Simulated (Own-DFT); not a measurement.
SiC (4H silicon carbide, atoms displaced) (calculated)

All values are calculated (Own-DFT development build). A calculation, not a measurement: plane-wave PBE density functional theory by an unreviewed code, no spin, of a simulated periodic cell, stress positive in tension, free energy of the whole cell less one offset for each atom, forces on such cells passed a denser k mesh, this cell's mesh not checked; offsets are fitted by least squares, one for each functional and potential file, so energies compare only between cells with the same atoms and settings and are not formation energies; the far tail of each file's local potential was reset to the Coulomb form; each entry is a single point on an unrelaxed cell, so the pressure reflects the starting lattice, mostly measured values (interpolated for alloys), from which strain is counted, and rises with the displacements; printed positions are rounded, which can move forces by about a meV/angstrom; the program, named Own-DFT, is a retired in-house code; no spin-orbit coupling.

Settings shared by all entries: functional PBE; potential files PseudoDojo norm-conserving, scalar-relativistic, standard set; wave cutoff 42 hartree; occupations Fermi-Dirac; smearing width 0.1 eV; hardware one NVIDIA H100; k mesh 4 x 4 x 3 centred on Gamma.

(1) SiC (4H silicon carbide, atoms displaced)

```
CELL_PARAMETERS angstrom
9.24810 0.00000 0.00000
-4.62410 8.00910 0.00000
0.00000 0.00000 10.06810
ATOMIC_POSITIONS crystal
Si 0.99963 0.99840 0.40239
Si 0.10504 0.22467 0.15588
C 0.00502 0.00467 0.09135
C 0.11040 0.22160 0.34196
Si 0.00825 0.33563 0.40702
Si 0.11262 0.55677 0.15639
C 0.99611 0.32756 0.09519
C 0.11183 0.55909 0.34415
Si 0.99703 0.66282 0.41029
Si 0.10663 0.88469 0.15653
C 0.00832 0.67740 0.09129
C 0.11854 0.88916 0.34640
Si 0.33791 0.00627 0.40664
Si 0.44282 0.22206 0.15175
C 0.33796 0.00592 0.09659
C 0.43520 0.21650 0.34591
Si 0.32974 0.32904 0.40427
Si 0.44814 0.55267 0.15711
C 0.33413 0.33577 0.09526
C 0.44429 0.55848 0.33997
Si 0.33265 0.66403 0.40124
Si 0.44465 0.88506 0.15534
C 0.33268 0.66154 0.09601
C 0.45129 0.89350 0.34116
Si 0.65940 0.99849 0.40132
Si 0.77009 0.21851 0.15577
C 0.66728 0.00216 0.09540
C 0.77552 0.22097 0.33874
Si 0.66168 0.33382 0.40643
Si 0.77355 0.55477 0.15105
C 0.67228 0.33243 0.09322
C 0.78027 0.56214 0.34368
Si 0.66710 0.66839 0.40896
Si 0.78013 0.89166 0.15709
C 0.66601 0.66830 0.09191
C 0.77791 0.89014 0.34318
Si 0.99503 0.99376 0.90528
Si 0.89110 0.77602 0.66125
C 0.99919 0.99924 0.59522
C 0.88397 0.77729 0.83886
Si 0.00062 0.66975 0.90723
Si 0.88978 0.44502 0.65343
C 0.00238 0.66890 0.59800
C 0.88452 0.44174 0.84451
Si 0.00737 0.33250 0.90658
Si 0.89408 0.11175 0.65620
C 0.99486 0.33313 0.59747
C 0.88979 0.10670 0.84005
Si 0.66584 0.99497 0.90592
Si 0.55715 0.77876 0.65854
C 0.66936 0.00107 0.59665
C 0.56014 0.78353 0.84718
Si 0.66707 0.66667 0.90724
Si 0.55790 0.44948 0.65900
C 0.66601 0.66436 0.59324
C 0.55472 0.44336 0.84195
Si 0.66524 0.32764 0.90336
Si 0.55692 0.11494 0.65393
C 0.67061 0.33611 0.59407
C 0.55301 0.10906 0.84852
Si 0.33607 0.99994 0.90505
Si 0.22302 0.77554 0.65572
C 0.33479 0.99650 0.59648
C 0.21900 0.77810 0.84255
Si 0.33477 0.66700 0.90783
Si 0.22044 0.44377 0.65323
C 0.33776 0.66533 0.59360
C 0.23036 0.44910 0.84315
Si 0.33408 0.33248 0.90876
Si 0.22254 0.10992 0.65832
C 0.33537 0.33352 0.59839
C 0.22383 0.11150 0.84474
```

```
free energy of cell above offsets : -10.925 eV
pressure                          : 3.64 GPa
stress xx                         : -2.89 GPa
stress yy                         : -3.77 GPa
stress zz                         : -4.26 GPa
stress yz                         : -0.51 GPa
stress xz                         : -0.14 GPa
stress xy                         : 0.11 GPa
wall time                         : 363.8 s
```

Force:
```
element  x (eV/Å)  y (eV/Å)  z (eV/Å)
     Si     0.333    -0.165     0.927
     Si     1.715    -0.432    -0.049
      C    -0.651    -0.864     0.516
      C     0.066    -0.113     0.384
     Si    -1.964    -0.485    -0.192
     Si    -0.472    -0.445    -0.247
      C    -0.792     1.302    -0.489
      C     0.133    -0.688     0.139
     Si     0.183      1.16    -0.381
     Si     0.991     2.293     0.591
      C    -0.662    -2.416      0.18
      C    -1.299    -0.491    -0.262
     Si     0.311    -1.898     0.424
     Si     0.452     0.338     1.058
      C    -0.228    -1.768    -0.868
      C     1.022     1.822    -0.935
     Si     0.046     0.955     0.805
     Si    -0.816     0.534    -0.434
      C    -0.183    -0.512    -0.207
      C     0.793    -0.944     0.999
     Si     0.037     1.274     0.885
     Si     -0.44     0.752    -0.088
      C     0.089     0.473    -0.388
      C     -1.85    -1.383     0.222
     Si     2.157     1.024     1.424
     Si     1.355     0.378     0.073
      C     0.259    -1.015    -0.779
      C     0.065      0.67     1.507
     Si     0.728     0.071    -0.496
     Si     1.225     0.495     0.843
      C    -1.898     0.536    -0.477
      C    -0.307    -1.114    -0.249
     Si    -0.196     0.114    -0.716
     Si    -0.024     0.033    -0.308
      C     0.411     0.072     0.146
      C    -0.057    -0.171     0.262
     Si     0.697     1.144    -0.238
     Si    -0.817     0.413    -2.013
      C     0.688    -0.123    -0.719
      C      0.79    -0.405     2.155
     Si    -0.155    -0.757    -0.844
     Si    -0.405     0.246     1.283
      C     0.027    -0.555    -0.694
      C     1.188     0.429    -0.009
     Si     -1.19    -0.056    -0.409
     Si    -1.001     -0.43     -0.25
      C     1.484      0.05    -1.156
      C    -0.291     0.668     1.148
     Si    -0.047     1.926     0.383
     Si      0.19     0.221    -0.325
      C    -0.325     0.046    -0.932
      C      -0.3    -1.792    -0.444
     Si    -0.364    -0.335    -0.588
     Si     0.132    -0.961    -0.695
      C     0.196     0.852     0.568
      C     0.295     0.176     1.198
     Si    -0.228       0.8     0.485
     Si     0.608    -0.688     0.922
      C    -0.909     0.029    -0.285
      C     0.883    -0.145     -1.25
     Si    -0.889    -0.108     0.713
     Si     0.489     0.149     0.082
      C    -0.387     0.677    -0.668
      C     0.893    -0.178     0.441
     Si    -0.294     0.318    -0.224
     Si     0.532     0.076     0.735
      C    -0.783     0.059     -0.52
      C    -0.632    -0.593      0.14
     Si     0.012     0.097    -0.653
     Si     0.112     0.003    -0.241
      C    -0.395    -0.225     -1.28
      C    -0.341    -0.424     0.364
```

(2) SiC (4H silicon carbide, atoms displaced)

```
CELL_PARAMETERS angstrom
9.24810 0.00000 0.00000
-4.62410 8.00910 0.00000
0.00000 0.00000 10.06810
ATOMIC_POSITIONS crystal
Si 0.99843 0.99879 0.40641
Si 0.11097 0.23210 0.15182
C 0.00129 0.99886 0.09431
C 0.10985 0.22174 0.34116
Si 0.99496 0.33300 0.41000
Si 0.11290 0.56212 0.15704
C 0.00051 0.33789 0.08931
C 0.10876 0.55227 0.34014
Si 0.00115 0.66492 0.41021
Si 0.11018 0.88559 0.15345
C 0.00196 0.66569 0.09243
C 0.11296 0.88770 0.34269
Si 0.32637 0.99896 0.40295
Si 0.44515 0.22096 0.15687
C 0.32652 0.00017 0.09527
C 0.45277 0.22464 0.34426
Si 0.33345 0.33740 0.40431
Si 0.44385 0.55541 0.15452
C 0.32695 0.33020 0.09113
C 0.43989 0.55377 0.34612
Si 0.33040 0.65992 0.40340
Si 0.45022 0.88955 0.15128
C 0.33311 0.66332 0.09115
C 0.43709 0.88612 0.34552
Si 0.66690 0.99940 0.40668
Si 0.77765 0.22125 0.15586
C 0.67310 0.00675 0.09395
C 0.77523 0.22938 0.34288
Si 0.66492 0.32785 0.40432
Si 0.77977 0.55589 0.15641
C 0.66368 0.33357 0.09683
C 0.78226 0.56020 0.34235
Si 0.67246 0.66483 0.40975
Si 0.77907 0.88926 0.15754
C 0.66827 0.66815 0.08810
C 0.78114 0.89270 0.34773
Si 0.99609 0.99896 0.90595
Si 0.89218 0.77702 0.65714
C 0.99483 0.00080 0.59647
C 0.88793 0.77418 0.84601
Si 0.00034 0.66657 0.91001
Si 0.88430 0.44298 0.65617
C 0.99874 0.66637 0.58934
C 0.89032 0.44679 0.84148
Si 0.00546 0.33242 0.90323
Si 0.88600 0.11096 0.65729
C 0.00147 0.33222 0.59250
C 0.88663 0.11124 0.84546
Si 0.65954 0.00235 0.90239
Si 0.56445 0.78311 0.65324
C 0.66219 0.99228 0.59339
C 0.55409 0.77371 0.84289
Si 0.67017 0.67111 0.90823
Si 0.54354 0.43760 0.65506
C 0.66649 0.66456 0.59110
C 0.55411 0.43987 0.84439
Si 0.66944 0.33491 0.90880
Si 0.55616 0.10779 0.65371
C 0.66865 0.33559 0.59270
C 0.55655 0.10953 0.84351
Si 0.33303 0.00220 0.90594
Si 0.22010 0.77749 0.65558
C 0.33531 0.99647 0.59248
C 0.22411 0.78205 0.84349
Si 0.33114 0.66755 0.90609
Si 0.21657 0.43976 0.65341
C 0.33364 0.66846 0.59534
C 0.22482 0.43771 0.84137
Si 0.32905 0.32790 0.91119
Si 0.22357 0.11281 0.65306
C 0.32931 0.33367 0.59358
C 0.22360 0.11436 0.84165
```

```
free energy of cell above offsets : -10.863 eV
pressure                          : 3.66 GPa
stress xx                         : -3.76 GPa
stress yy                         : -2.4 GPa
stress zz                         : -4.81 GPa
stress yz                         : -0.04 GPa
stress xz                         : -0.2 GPa
stress xy                         : 0.11 GPa
wall time                         : 355.1 s
```

Force:
```
element  x (eV/Å)  y (eV/Å)  z (eV/Å)
     Si      0.62     0.542    -0.053
     Si     0.344     -1.85     0.868
      C     -0.56     0.523    -0.218
      C    -0.308      0.27     0.473
     Si     0.815    -0.164    -1.505
     Si     0.547      -1.2    -0.533
      C    -0.403     0.189     0.434
      C    -0.119     0.164     1.133
     Si     0.036     0.381    -1.809
     Si    -0.644     0.509     0.727
      C    -0.597     0.125     0.391
      C    -1.262     -0.37      0.11
     Si     1.592      0.36     0.516
     Si    -0.971     0.085      0.07
      C     1.902    -0.037    -0.756
      C    -2.198    -0.517    -0.123
     Si     0.317     -1.24      0.05
     Si     0.412    -0.329     0.089
      C     1.116     0.678     1.279
      C     1.611     0.604    -0.985
     Si    -0.829     1.329      0.97
     Si    -1.194     0.039     1.137
      C    -0.235      0.87     0.293
      C     1.236     0.075    -0.808
     Si    -0.977     0.026    -0.495
     Si    -0.076     1.167    -0.012
      C    -0.351    -1.174     -0.53
      C     1.854    -1.793     0.153
     Si    -0.452     2.029     0.767
     Si    -0.414     0.208    -0.124
      C     0.776    -0.029    -0.651
      C      0.06    -0.923     0.351
     Si     -1.29     0.419     -1.04
     Si     0.209     0.191    -0.162
      C    -0.091    -0.173     2.008
      C    -0.514    -0.992    -0.736
     Si     0.712     0.027    -0.006
     Si    -0.906    -0.125     -0.03
      C      1.17    -0.239    -0.532
      C     0.202     0.636    -0.342
     Si     0.265     0.023    -1.266
     Si     0.686     0.455    -0.104
      C     0.361    -0.172     1.533
      C      0.47    -0.317     0.725
     Si    -1.004     0.436    -0.062
     Si     0.087    -0.114     0.082
      C    -1.483    -0.171     0.453
      C    -0.253    -0.264    -0.381
     Si     2.167    -1.045     0.818
     Si    -1.142    -2.443     0.769
      C     0.394     2.277    -0.346
      C    -0.178     1.012     0.116
     Si    -0.421    -1.352    -1.457
     Si      1.62     1.083     0.658
      C     0.326    -0.144     1.084
      C    -0.352     0.545     0.319
     Si    -0.313    -0.134    -0.632
     Si    -0.406     0.477     0.214
      C    -0.738    -1.025    -0.195
      C    -1.251     0.886    -0.225
     Si    -0.214     0.138    -0.022
     Si     0.571    -0.206     -0.06
      C    -1.107     0.739    -0.227
      C    -0.341    -0.637     0.276
     Si     0.658    -0.773    -0.986
     Si      0.76     1.382     0.734
      C     0.224    -0.668    -0.494
      C    -1.048     1.053     0.259
     Si     0.896      0.78    -1.603
     Si    -0.149    -0.572     0.463
      C     0.054    -0.548    -1.026
      C    -0.282    -0.992     0.214
```

(3) SiC (4H silicon carbide, atoms displaced)

```
CELL_PARAMETERS angstrom
9.24810 0.00000 0.00000
-4.62410 8.00910 0.00000
0.00000 0.00000 10.06810
ATOMIC_POSITIONS crystal
Si 0.99834 0.99359 0.40281
Si 0.11755 0.22752 0.15597
C 0.99954 0.00131 0.09282
C 0.11186 0.22238 0.34589
Si 0.99932 0.33226 0.40378
Si 0.11329 0.55903 0.15566
C 0.99888 0.33508 0.09340
C 0.10366 0.55145 0.34538
Si 0.99973 0.66778 0.41095
Si 0.10761 0.88723 0.15762
C 0.99991 0.66908 0.09018
C 0.11484 0.89092 0.34185
Si 0.32823 0.00159 0.40632
Si 0.45193 0.22556 0.15531
C 0.32737 0.00165 0.09266
C 0.44221 0.22502 0.34096
Si 0.33030 0.32615 0.41078
Si 0.44585 0.55523 0.16003
C 0.33686 0.33443 0.09693
C 0.43781 0.54933 0.33880
Si 0.33750 0.67189 0.40473
Si 0.44257 0.88433 0.16138
C 0.33508 0.66768 0.09341
C 0.44721 0.89320 0.34585
Si 0.66439 0.99839 0.40642
Si 0.77884 0.22325 0.16451
C 0.66620 0.00110 0.09352
C 0.77898 0.22579 0.34314
Si 0.67434 0.33688 0.41147
Si 0.78061 0.55335 0.15239
C 0.66329 0.32904 0.09093
C 0.77575 0.55473 0.33898
Si 0.66269 0.66973 0.40524
Si 0.78077 0.89182 0.15703
C 0.66967 0.66958 0.09305
C 0.78302 0.88702 0.34470
Si 0.99573 0.99311 0.90592
Si 0.89308 0.78512 0.65651
C 0.00406 0.00398 0.59584
C 0.88668 0.77492 0.84229
Si 0.00040 0.66444 0.90788
Si 0.89251 0.44836 0.65874
C 0.99672 0.66061 0.59441
C 0.89278 0.45033 0.84446
Si 0.99820 0.33130 0.90756
Si 0.89048 0.10824 0.65839
C 0.99914 0.33493 0.59921
C 0.89185 0.11194 0.84543
Si 0.66755 0.00280 0.90213
Si 0.55125 0.77772 0.65507
C 0.66176 0.99185 0.59838
C 0.55000 0.77660 0.84583
Si 0.66314 0.66161 0.90384
Si 0.55158 0.44612 0.65730
C 0.66882 0.66507 0.58982
C 0.56093 0.45122 0.84665
Si 0.66386 0.33139 0.91327
Si 0.55111 0.11194 0.65726
C 0.66232 0.33211 0.59605
C 0.54296 0.10884 0.83968
Si 0.33680 0.99311 0.90482
Si 0.21486 0.77709 0.66023
C 0.33627 0.00222 0.58973
C 0.22227 0.77951 0.84056
Si 0.33729 0.66860 0.90772
Si 0.22511 0.44165 0.66199
C 0.32791 0.66285 0.59000
C 0.22244 0.44463 0.84211
Si 0.33516 0.32934 0.91340
Si 0.22629 0.11382 0.65864
C 0.32790 0.33517 0.59259
C 0.21910 0.10650 0.84626
```

```
free energy of cell above offsets : -10.448 eV
pressure                          : 3.73 GPa
stress xx                         : -1.9 GPa
stress yy                         : -3.07 GPa
stress zz                         : -6.22 GPa
stress yz                         : -0.15 GPa
stress xz                         : 0.58 GPa
stress xy                         : -0.79 GPa
wall time                         : 363.7 s
```

Force:
```
element  x (eV/Å)  y (eV/Å)  z (eV/Å)
     Si     0.231     1.532     0.985
     Si    -0.703    -0.773      0.21
      C     0.241     0.186     0.389
      C     -0.22    -0.686    -0.322
     Si      0.39     0.157     1.399
     Si    -0.327    -0.415     0.219
      C     0.405     0.026     0.481
      C     0.889     1.266    -0.437
     Si     -0.23    -0.512    -1.359
     Si     0.093     0.619    -0.934
      C     0.547    -0.321     0.772
      C    -0.598    -1.015     0.691
     Si     1.365     0.646     -0.51
     Si    -1.626    -1.091     0.425
      C     1.555    -0.536     0.353
      C     1.407    -0.421     1.022
     Si    -0.452     1.226    -1.301
     Si     0.227     0.292    -1.558
      C     0.123      0.22    -0.228
      C     0.209     0.864     2.093
     Si    -0.798    -1.497     0.096
     Si    -0.407     1.328    -1.339
      C    -0.083    -0.334     0.421
      C    -0.524    -0.415      0.02
     Si     0.892     0.486     0.593
     Si     -0.01    -0.398    -2.444
      C    -0.083     0.095     0.329
      C     0.138    -0.946     1.537
     Si    -1.713    -0.079    -0.903
     Si    -0.946     0.412     0.321
      C     1.173      0.67     1.401
      C     0.259     0.435     1.127
     Si     0.774    -1.485    -0.572
     Si    -0.299    -0.295    -0.605
      C    -0.028    -0.505     0.025
      C     -1.72     0.406    -0.219
     Si     0.225     0.707     0.259
     Si    -0.143      -1.4    -0.238
      C      0.31     -0.43    -0.911
      C     0.025    -0.069     0.302
     Si    -0.312      0.95    -0.766
     Si    -0.653    -1.395     0.076
      C    -0.596     1.785     0.162
      C    -0.361    -1.611     0.629
     Si     0.253     0.699    -0.413
     Si    -0.908     0.723    -0.293
      C      0.37    -0.677     -0.97
      C    -0.523    -0.467    -0.084
     Si    -0.347    -0.298      0.66
     Si     0.222    -1.372     0.285
      C     0.051      1.98    -0.907
      C     1.327     0.494    -0.657
     Si    -0.162     2.037     0.894
     Si      0.65    -0.068    -0.168
      C    -0.781     0.648     0.842
      C    -0.499    -2.315    -0.393
     Si     0.375      0.35    -2.639
     Si     0.932    -0.279    -0.774
      C     0.604     0.485     0.233
      C     2.601     1.116     0.923
     Si    -2.591     0.524     0.961
     Si     1.458    -0.016    -1.773
      C      -1.1    -0.566     0.794
      C     0.258    -1.023     1.308
     Si    -1.077    -0.742    -0.443
     Si    -1.773     0.795    -1.449
      C     0.173     0.469     0.965
      C     0.543    -0.208      1.95
     Si    -0.651     0.429    -1.342
     Si    -0.266    -0.184     -0.03
      C     1.606    -0.528     0.829
      C     0.609     0.317     0.002
```

(4) SiC (4H silicon carbide, atoms displaced)

```
CELL_PARAMETERS angstrom
9.24810 0.00000 0.00000
-4.62410 8.00910 0.00000
0.00000 0.00000 10.06810
ATOMIC_POSITIONS crystal
Si 0.00342 0.00502 0.40142
Si 0.11253 0.22748 0.16528
C 0.99827 0.00220 0.09261
C 0.10901 0.21655 0.34076
Si 0.00186 0.33586 0.40917
Si 0.10959 0.55477 0.15430
C 0.00655 0.33385 0.09390
C 0.11085 0.55849 0.34155
Si 0.00320 0.66514 0.41020
Si 0.10807 0.88699 0.15446
C 0.99971 0.66492 0.09553
C 0.11639 0.88995 0.34139
Si 0.34342 0.00896 0.40843
Si 0.44391 0.21994 0.15681
C 0.34167 0.01064 0.09964
C 0.44076 0.21496 0.34679
Si 0.33112 0.33076 0.40499
Si 0.44606 0.55411 0.15182
C 0.33611 0.33866 0.08662
C 0.43978 0.55427 0.34335
Si 0.33430 0.66808 0.40397
Si 0.44891 0.88899 0.15954
C 0.33226 0.67121 0.09516
C 0.44729 0.89122 0.35015
Si 0.66420 0.99835 0.39956
Si 0.77726 0.22203 0.15697
C 0.66546 0.99869 0.08813
C 0.78366 0.22020 0.34409
Si 0.66800 0.33377 0.40633
Si 0.77670 0.55840 0.16215
C 0.66927 0.33498 0.09104
C 0.77261 0.55210 0.34683
Si 0.66586 0.66178 0.40332
Si 0.78572 0.89890 0.15701
C 0.66485 0.66993 0.09545
C 0.77733 0.88678 0.34125
Si 0.00571 0.00936 0.90762
Si 0.89021 0.77513 0.64932
C 0.99318 0.99614 0.59451
C 0.89112 0.78075 0.84558
Si 0.99948 0.67328 0.90978
Si 0.88560 0.44990 0.65800
C 0.00336 0.67160 0.59933
C 0.88745 0.44618 0.84525
Si 0.00123 0.33395 0.90495
Si 0.88997 0.11586 0.65337
C 0.99879 0.33205 0.59681
C 0.88882 0.11406 0.84500
Si 0.66752 0.99518 0.90715
Si 0.55322 0.77521 0.65130
C 0.66844 0.99637 0.59523
C 0.55037 0.78204 0.84572
Si 0.66543 0.67037 0.90684
Si 0.54974 0.43869 0.65626
C 0.66758 0.66871 0.59283
C 0.55266 0.44618 0.84763
Si 0.66860 0.33727 0.89843
Si 0.56060 0.11001 0.65602
C 0.66269 0.33124 0.59468
C 0.56591 0.11139 0.84281
Si 0.34195 0.00803 0.90164
Si 0.21989 0.77958 0.66076
C 0.32659 0.99929 0.59421
C 0.22115 0.77537 0.84165
Si 0.33491 0.66809 0.91063
Si 0.22024 0.44588 0.66022
C 0.33246 0.66885 0.59847
C 0.22431 0.44446 0.84465
Si 0.32741 0.33007 0.90866
Si 0.22063 0.10828 0.65793
C 0.33099 0.33218 0.59372
C 0.22607 0.11501 0.84660
```

```
free energy of cell above offsets : -10.436 eV
pressure                          : 3.77 GPa
stress xx                         : -2.79 GPa
stress yy                         : -4.11 GPa
stress zz                         : -4.41 GPa
stress yz                         : 0.25 GPa
stress xz                         : 0.1 GPa
stress xy                         : 0.06 GPa
wall time                         : 358.7 s
```

Force:
```
element  x (eV/Å)  y (eV/Å)  z (eV/Å)
     Si     0.166    -2.156     1.167
     Si     0.834    -0.502    -3.253
      C     1.091     0.726     0.462
      C    -0.197     1.865     1.956
     Si     0.369    -0.115    -0.356
     Si     0.198     0.142     0.152
      C    -1.276     0.048     0.072
      C     0.536    -0.694      0.67
     Si    -0.845     0.985    -0.572
     Si     0.836     0.834      0.21
      C    -0.531     0.363    -0.002
      C    -0.453    -0.103     0.844
     Si    -1.301    -2.694     0.239
     Si     0.152     1.914    -0.136
      C    -0.325    -2.711    -1.716
      C     0.265     2.731    -0.784
     Si     0.157     0.176      0.46
     Si    -0.879     0.691      0.66
      C    -0.111    -1.159     2.657
      C     0.743    -0.374    -0.349
     Si    -0.361    -0.192     1.067
     Si    -0.973     0.643    -0.368
      C     0.529    -0.632     0.269
      C    -0.351    -0.334    -1.147
     Si      1.52     0.092     1.866
     Si     0.328     0.341    -0.999
      C     0.398      0.49     1.847
      C    -1.198      0.48      0.11
     Si     -0.04    -0.843     0.073
     Si     0.113    -0.562    -1.592
      C    -0.327     0.156     0.582
      C     1.301     0.301     0.135
     Si    -1.094     0.898     0.614
     Si    -1.024    -1.589    -0.572
      C     0.896     0.433    -0.034
      C     0.124     0.258     0.394
     Si    -0.392    -1.199     -0.53
     Si    -1.431     0.874     1.898
      C     0.913     1.047     -0.76
      C    -0.681     0.469    -0.502
     Si     0.516    -0.829    -0.592
     Si     0.801    -0.773     0.183
      C     0.175    -1.186    -1.469
      C     0.681     0.717    -0.144
     Si    -0.355     0.228     0.342
     Si      0.15    -1.507     1.016
      C    -0.474     1.284    -0.619
      C     0.499    -0.186    -0.412
     Si    -0.107     1.133    -0.667
     Si     0.221     0.455     1.355
      C    -0.581     0.617    -1.289
      C     1.374    -1.104    -0.756
     Si     0.273     0.029     -0.12
     Si    -0.126     1.154     0.361
      C       0.1    -1.228    -0.327
      C     0.039    -0.191    -0.895
     Si    -0.192    -0.537     1.626
     Si    -0.725    -0.562    -0.011
      C      0.56     0.288    -0.323
      C    -1.312     0.436    -0.136
     Si     0.221    -1.011     1.229
     Si     0.929     0.173    -0.742
      C     1.598     0.195     0.289
      C    -0.206     0.878     1.704
     Si     -0.69    -0.082    -0.808
     Si     0.575     0.008    -0.592
      C    -0.388    -0.483    -1.298
      C      -0.6     0.242     0.446
     Si     0.877     0.985    -1.157
     Si    -0.991     0.481    -0.249
      C    -0.501    -0.189    -0.128
      C    -0.021    -0.531    -0.552
```
